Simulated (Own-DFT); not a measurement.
Hf₃₁O₆₄ (monoclinic hafnia with one vacancy, atoms displaced) (calculated)

All values are calculated (Own-DFT development build). A calculation, not a measurement: plane-wave density functional theory by an unreviewed code, no spin, of a simulated periodic cell, stress positive in tension, run twice, with PBE and with PBEsol, both on files made for PBE, so the change isn't that of files made for PBEsol, defect cell not probed for a lower state with spin; a neutral cation vacancy leaves holes that likely carry spin, which this run leaves out; hafnium file: forces about 75 meV/angstrom off all-electron values; oxygen file: force components 24 meV/angstrom off all-electron in one glass; forces on such cells passed a denser k mesh, this cell's mesh not checked; the far tail of each file's local potential was reset to the Coulomb form; each entry is a single point on an unrelaxed cell, so the pressure reflects the starting lattice, mostly measured values (interpolated for alloys), from which strain is counted, and rises with the displacements; printed positions are rounded, which can move forces by about a meV/angstrom; the program, named Own-DFT, is a retired in-house code; no spin-orbit coupling; stress was not checked against mesh or cutoff.

```json
{"formula": "Hf31O64", "kind": "monoclinic hafnia with one vacancy, atoms displaced", "structure": {"cell_angstrom": [[10.234, 0.0, 0.0], [0.0, 10.35, 0.0], [-1.6955, 0.0, 10.4453]], "atoms_fractional": [["Hf", 0.13744, 0.01273, 0.09473], ["Hf", 0.35928, 0.26485, 0.14852], ["Hf", 0.36157, 0.48206, 0.39225], ["Hf", 0.14948, 0.22781, 0.35228], ["O", 0.03551, 0.16098, 0.16962], ["O", 0.46434, 0.40846, 0.07292], ["O", 0.46113, 0.33698, 0.33011], ["O", 0.0306, 0.08733, 0.42115], ["O", 0.22688, 0.37037, 0.23087], ["O", 0.27274, 0.12884, 0.00589], ["O", 0.27434, 0.11794, 0.26225], ["O", 0.22559, 0.37081, 0.48769], ["Hf", 0.14165, 0.01431, 0.61262], ["Hf", 0.35791, 0.26655, 0.64649], ["Hf", 0.35683, 0.47932, 0.89336], ["Hf", 0.13767, 0.23304, 0.85348], ["O", 0.03692, 0.1719, 0.66584], ["O", 0.46873, 0.41245, 0.57573], ["O", 0.47314, 0.3377, 0.82879], ["O", 0.03821, 0.08732, 0.92769], ["O", 0.2274, 0.38064, 0.74748], ["O", 0.26756, 0.13364, 0.51805], ["O", 0.27651, 0.11935, 0.75961], ["O", 0.22283, 0.36377, 0.98467], ["Hf", 0.13716, 0.52295, 0.1133], ["Hf", 0.36225, 0.77143, 0.14424], ["Hf", 0.35563, 0.98892, 0.39506], ["Hf", 0.14309, 0.72336, 0.35515], ["O", 0.03671, 0.66918, 0.17718], ["O", 0.46883, 0.91278, 0.08422], ["O", 0.46181, 0.84097, 0.32872], ["O", 0.0305, 0.5837, 0.4303], ["O", 0.22487, 0.88226, 0.24354], ["O", 0.2769, 0.63542, 0.00375], ["O", 0.2819, 0.62584, 0.25657], ["O", 0.22684, 0.86499, 0.49041], ["Hf", 0.13928, 0.52195, 0.59429], ["Hf", 0.36621, 0.97524, 0.90487], ["Hf", 0.13554, 0.72476, 0.84119], ["O", 0.03466, 0.66004, 0.67267], ["O", 0.45929, 0.92238, 0.56822], ["O", 0.4619, 0.83537, 0.83536], ["O", 0.03269, 0.5894, 0.92677], ["O", 0.227, 0.87867, 0.74105], ["O", 0.28334, 0.62418, 0.50567], ["O", 0.26651, 0.6249, 0.76452], ["O", 0.22217, 0.8653, 0.98835], ["Hf", 0.63663, 0.02585, 0.10192], ["Hf", 0.86513, 0.26457, 0.14631], ["Hf", 0.86339, 0.47966, 0.40068], ["Hf", 0.63812, 0.24049, 0.35675], ["O", 0.5404, 0.16453, 0.17172], ["O", 0.9668, 0.41231, 0.07338], ["O", 0.96695, 0.32934, 0.33004], ["O", 0.54049, 0.07348, 0.41835], ["O", 0.72585, 0.37575, 0.24753], ["O", 0.77254, 0.12673, 0.00766], ["O", 0.76875, 0.11682, 0.2583], ["O", 0.71865, 0.37063, 0.48668], ["Hf", 0.63801, 0.02216, 0.60878], ["Hf", 0.868, 0.26849, 0.6428], ["Hf", 0.86258, 0.48337, 0.88783], ["Hf", 0.63544, 0.23773, 0.86222], ["O", 0.53007, 0.16606, 0.67931], ["O", 0.96737, 0.41723, 0.5761], ["O", 0.95174, 0.32851, 0.82533], ["O", 0.54336, 0.08771, 0.92837], ["O", 0.72198, 0.37149, 0.73972], ["O", 0.76967, 0.12709, 0.50159], ["O", 0.77597, 0.11642, 0.76603], ["O", 0.72745, 0.37356, 0.98259], ["Hf", 0.63997, 0.51163, 0.10475], ["Hf", 0.86096, 0.77921, 0.14715], ["Hf", 0.86388, 0.97644, 0.39282], ["Hf", 0.65327, 0.73191, 0.35896], ["O", 0.5436, 0.66777, 0.1764], ["O", 0.96429, 0.92042, 0.0783], ["O", 0.96449, 0.83586, 0.32513], ["O", 0.53393, 0.58661, 0.42337], ["O", 0.71999, 0.87327, 0.23997], ["O", 0.76879, 0.62039, 0.01027], ["O", 0.77336, 0.62163, 0.2548], ["O", 0.72283, 0.87292, 0.48433], ["Hf", 0.63129, 0.51842, 0.59791], ["Hf", 0.86377, 0.78397, 0.64326], ["Hf", 0.86228, 0.98312, 0.89824], ["Hf", 0.63853, 0.72552, 0.8588], ["O", 0.54467, 0.67218, 0.67353], ["O", 0.96421, 0.91432, 0.57336], ["O", 0.95142, 0.82771, 0.82724], ["O", 0.53572, 0.58453, 0.92643], ["O", 0.73094, 0.87454, 0.74358], ["O", 0.76713, 0.62536, 0.51245], ["O", 0.77552, 0.61628, 0.7589], ["O", 0.72121, 0.87255, 0.98927]]}, "settings": {"functional": "PBE, then PBEsol", "potential_files": "PseudoDojo norm-conserving, scalar-relativistic, standard set", "wave_cutoff [hartree]": 72.0, "occupations": "Fermi-Dirac", "smearing_width [eV]": 0.1, "k_mesh": "2 x 2 x 2 centred on Gamma"}, "results": {"PBE_pressure [GPa]": 5.06, "PBE_stress_xx [GPa]": -5.2, "PBE_stress_yy [GPa]": -4.86, "PBE_stress_zz [GPa]": -5.13, "PBE_stress_yz [GPa]": -0.06, "PBE_stress_xz [GPa]": -0.11, "PBE_stress_xy [GPa]": -0.22, "PBEsol_pressure [GPa]": -1.27, "PBEsol_stress_xx [GPa]": 1.14, "PBEsol_stress_yy [GPa]": 1.44, "PBEsol_stress_zz [GPa]": 1.24, "PBEsol_stress_yz [GPa]": -0.04, "PBEsol_stress_xz [GPa]": 0.22, "PBEsol_stress_xy [GPa]": -0.22, "force_element": ["Hf", "Hf", "Hf", "Hf", "O", "O", "O", "O", "O", "O", "O", "O", "Hf", "Hf", "Hf", "Hf", "O", "O", "O", "O", "O", "O", "O", "O", "Hf", "Hf", "Hf", "Hf", "O", "O", "O", "O", "O", "O", "O", "O", "Hf", "Hf", "Hf", "O", "O", "O", "O", "O", "O", "O", "O", "Hf", "Hf", "Hf", "Hf", "O", "O", "O", "O", "O", "O", "O", "O", "Hf", "Hf", "Hf", "Hf", "O", "O", "O", "O", "O", "O", "O", "O", "Hf", "Hf", "Hf", "Hf", "O", "O", "O", "O", "O", "O", "O", "O", "Hf", "Hf", "Hf", "Hf", "O", "O", "O", "O", "O", "O", "O", "O"], "PBE_force_x [eV/angstrom]": [0.306, 1.379, 0.189, -3.218, 0.034, -0.129, 0.75, 0.735, -0.92, 0.551, 0.496, 0.004, 1.017, 0.73, 0.345, -0.211, 0.367, -1.192, -1.701, -0.823, -0.075, 0.613, -0.148, 0.015, -0.247, 0.497, 1.075, 0.799, -0.161, -0.076, 0.83, 0.367, -0.346, -0.277, -0.627, -1.228, 1.864, -0.283, 0.924, -1.499, 1.06, 1.263, 0.0, -1.267, -1.527, 0.809, 0.066, 0.891, 0.599, -0.459, -0.006, -1.959, 0.2, 0.19, -0.601, 0.209, 0.982, 1.004, 0.875, -0.794, -1.607, -0.318, 1.559, 0.477, -0.647, 1.858, -2.048, 0.032, 0.409, 0.045, -0.185, -0.502, -0.574, -0.576, -2.924, -1.1, -0.237, 0.493, -0.181, 0.732, 1.09, 1.114, 0.446, 0.091, -1.079, -0.584, -0.859, 0.571, 0.88, 1.432, -0.916, -1.158, 1.687, -0.225, 0.542], "PBE_force_y [eV/angstrom]": [0.614, 0.145, 1.406, -0.02, 0.299, -0.056, -1.296, -0.153, 1.223, -0.196, 1.08, -0.09, -0.576, 1.079, 1.109, -0.403, -0.677, -0.641, 0.708, -0.412, -0.41, -0.746, 0.327, 1.132, 0.06, -0.738, -3.387, 1.559, -0.473, 0.662, -0.643, 1.073, -0.539, -1.339, -1.067, 1.307, 1.068, 0.039, 0.824, 0.628, 0.647, -0.139, -0.64, 0.751, -0.869, -2.22, 0.993, -1.195, 0.258, -0.485, -2.728, 1.477, 0.099, 0.363, 1.198, 0.216, 0.697, 0.3, 0.587, -0.371, 0.082, -0.357, -0.802, -0.683, -0.567, -0.5, -0.904, 0.574, 0.555, 0.457, 0.07, 1.452, -1.707, 1.811, -0.859, -0.245, -0.433, -0.675, -0.043, 0.66, 1.134, -0.585, 0.331, 0.476, -3.232, -0.434, 0.435, -0.391, 0.987, 0.42, -0.581, 0.991, 0.762, 0.58, -0.201], "PBE_force_z [eV/angstrom]": [1.413, -1.852, 1.473, 0.567, 0.347, 0.625, -0.527, -0.001, 0.915, 0.938, -0.977, -0.285, -0.879, 0.936, 0.141, -0.19, 0.527, -0.219, -0.31, -1.261, -1.453, -1.231, 0.635, 0.983, -2.953, 0.723, 1.436, 1.5, -0.156, -0.639, -0.19, -1.54, -0.706, 1.2, 0.088, -0.891, 2.416, -2.278, 1.21, -0.83, 0.758, 0.71, 0.415, 0.79, -0.989, -0.529, 0.437, 1.031, 0.187, -0.88, -0.567, 0.431, 0.776, -0.278, 0.089, -1.037, 1.052, 0.027, 0.823, -0.48, 0.138, 0.985, -1.726, -0.792, 0.142, 0.108, -0.429, -1.041, 1.548, -1.067, 1.681, -0.136, -0.614, -0.314, -1.183, -0.465, -0.005, 0.076, -0.727, -0.317, 0.265, 1.211, 1.287, 1.772, 0.837, -0.539, -1.224, 0.318, 0.126, 0.151, -0.138, -1.043, -0.498, -0.151, 0.297], "PBEsol_force_x [eV/angstrom]": [0.29, 1.325, 0.176, -3.141, 0.03, -0.135, 0.734, 0.722, -0.84, 0.467, 0.423, 0.06, 1.023, 0.705, 0.305, -0.174, 0.347, -1.16, -1.659, -0.796, -0.001, 0.543, -0.21, 0.083, -0.255, 0.477, 1.067, 0.812, -0.128, -0.085, 0.785, 0.366, -0.271, -0.326, -0.685, -1.188, 1.804, -0.28, 0.949, -1.435, 1.116, 1.25, -0.002, -1.279, -1.619, 0.634, 0.138, 0.875, 0.607, -0.444, 0.034, -1.898, 0.19, 0.172, -0.589, 0.244, 0.897, 0.924, 0.906, -0.792, -1.547, -0.34, 1.529, 0.467, -0.647, 1.804, -1.972, 0.088, 0.331, -0.011, -0.142, -0.472, -0.575, -0.565, -2.823, -1.058, -0.233, 0.445, -0.168, 0.788, 0.986, 1.009, 0.507, 0.085, -1.06, -0.596, -0.835, 0.734, 0.831, 1.363, -0.87, -1.038, 1.581, -0.278, 0.597], "PBEsol_force_y [eV/angstrom]": [0.649, 0.197, 1.36, -0.06, 0.315, -0.043, -1.277, -0.166, 1.176, -0.19, 1.082, -0.094, -0.517, 1.068, 1.038, -0.432, -0.641, -0.601, 0.664, -0.424, -0.427, -0.719, 0.341, 1.086, 0.109, -0.673, -3.39, 1.49, -0.46, 0.652, -0.616, 1.01, -0.534, -1.303, -1.037, 1.336, 1.093, -0.04, 0.728, 0.639, 0.793, -0.087, -0.65, 0.8, -0.96, -2.228, 0.993, -1.104, 0.277, -0.525, -2.693, 1.445, 0.113, 0.338, 1.152, 0.194, 0.669, 0.297, 0.575, -0.324, 0.136, -0.391, -0.808, -0.639, -0.543, -0.495, -0.889, 0.551, 0.539, 0.433, 0.074, 1.493, -1.613, 1.728, -0.878, -0.224, -0.407, -0.662, -0.081, 0.616, 1.088, -0.551, 0.317, 0.529, -3.102, -0.463, 0.37, -0.468, 0.968, 0.413, -0.585, 0.969, 0.74, 0.561, -0.186], "PBEsol_force_z [eV/angstrom]": [1.348, -1.798, 1.487, 0.546, 0.374, 0.568, -0.554, 0.028, 0.894, 0.918, -0.938, -0.282, -0.873, 0.934, 0.151, -0.189, 0.567, -0.265, -0.327, -1.17, -1.394, -1.199, 0.596, 0.938, -2.918, 0.733, 1.424, 1.444, -0.098, -0.68, -0.239, -1.442, -0.692, 1.168, 0.093, -0.96, 2.319, -2.208, 1.153, -0.756, 0.602, 0.786, 0.433, 0.815, -1.089, -0.436, 0.447, 0.977, 0.212, -0.818, -0.575, 0.456, 0.725, -0.323, 0.156, -0.994, 1.031, 0.018, 0.777, -0.527, 0.179, 0.989, -1.714, -0.732, 0.07, 0.041, -0.346, -0.994, 1.504, -1.023, 1.622, -0.172, -0.548, -0.28, -1.189, -0.412, -0.054, 0.015, -0.647, -0.294, 0.243, 1.188, 1.243, 1.697, 0.864, -0.511, -1.214, 0.404, 0.082, 0.06, -0.085, -1.02, -0.519, -0.118, 0.294], "rms_change_of_force_components_from_PBE_to_PBEsol [eV/angstrom]": 0.05}}
```
